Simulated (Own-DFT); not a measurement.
# What a defect does to the pressure of its cell: C40 NbSi2

The numbers are computed, not measured, by runs of the plane-wave DFT program Own-DFT (in-house, retired, unreviewed) at fixed positions, with no spin and no spin-orbit coupling.

Settings: PBEsol; PseudoDojo norm-conserving scalar-relativistic files, made for PBE; cutoff 42 hartree; 4 x 4 x 5 k mesh centred on Gamma; cold (Marzari-Vanderbilt) smearing of 0.2 eV.

Known weak points: forces on such cells failed a check on a denser k mesh; stress not checked against mesh or cutoff.

All runs share one cell, with vectors in Å (0.000, 8.324, 0.000); (-9.613, 0.000, 0.000); (0.000, 0.000, 6.586) and a volume of 527.0 Å³. u is the rms random offset of the atoms per axis. The defect's site can differ from row to row.

| cell | formula | u (Å) | P (GPa) |
|---|---|---|---|
| no defect | Nb12Si24 | 0.0184 | -2.19 |
| no defect | Nb12Si24 | 0.0432 | -1.37 |
| no defect | Nb12Si24 | 0.0494 | -1.09 |
| one Si vacancy | Nb12Si23 | 0.0301 | -2.52 |
| one Si vacancy | Nb12Si23 | 0.0516 | -1.73 |
| one Si vacancy | Nb12Si23 | 0.0527 | -1.39 |
| two Si on a Nb site each | Nb10Si26 | 0.0288 | ? |
| two Si on a Nb site each | Nb10Si26 | 0.0311 | -1.58 |
| two Si on a Nb site each | Nb10Si26 | 0.0477 | -1.44 |
| two Si on a Nb site each | Nb10Si26 | 0.0558 | -0.78 |

## Fit

P = P0 + c u² + a shift for each defect gives P0 = -2.28 GPa, c = 468 ± 70 GPa/Å² and a scatter of 0.18 GPa. The shifts, and each times the cell's volume:

- two Si on a Nb site each: 0.02 ± 0.16 GPa, 0.1 eV (0.0 eV for each of its 2 sites) (not resolved)
- one Si vacancy: -0.59 ± 0.16 GPa, -2.0 eV

Against the defect-free cell, a freed cell would be larger where the shift is positive and smaller where it is negative (160.2 GPa Å³ is 1 eV). The atoms around the defects weren't relaxed, which would change these numbers.

## Withheld run

The question: what pressure belongs in the blank (two Si on a Nb site each, u = 0.0288 Å)?

The fitted form gives -1.87 ± 0.23 GPa. Computed: -1.77 GPa.
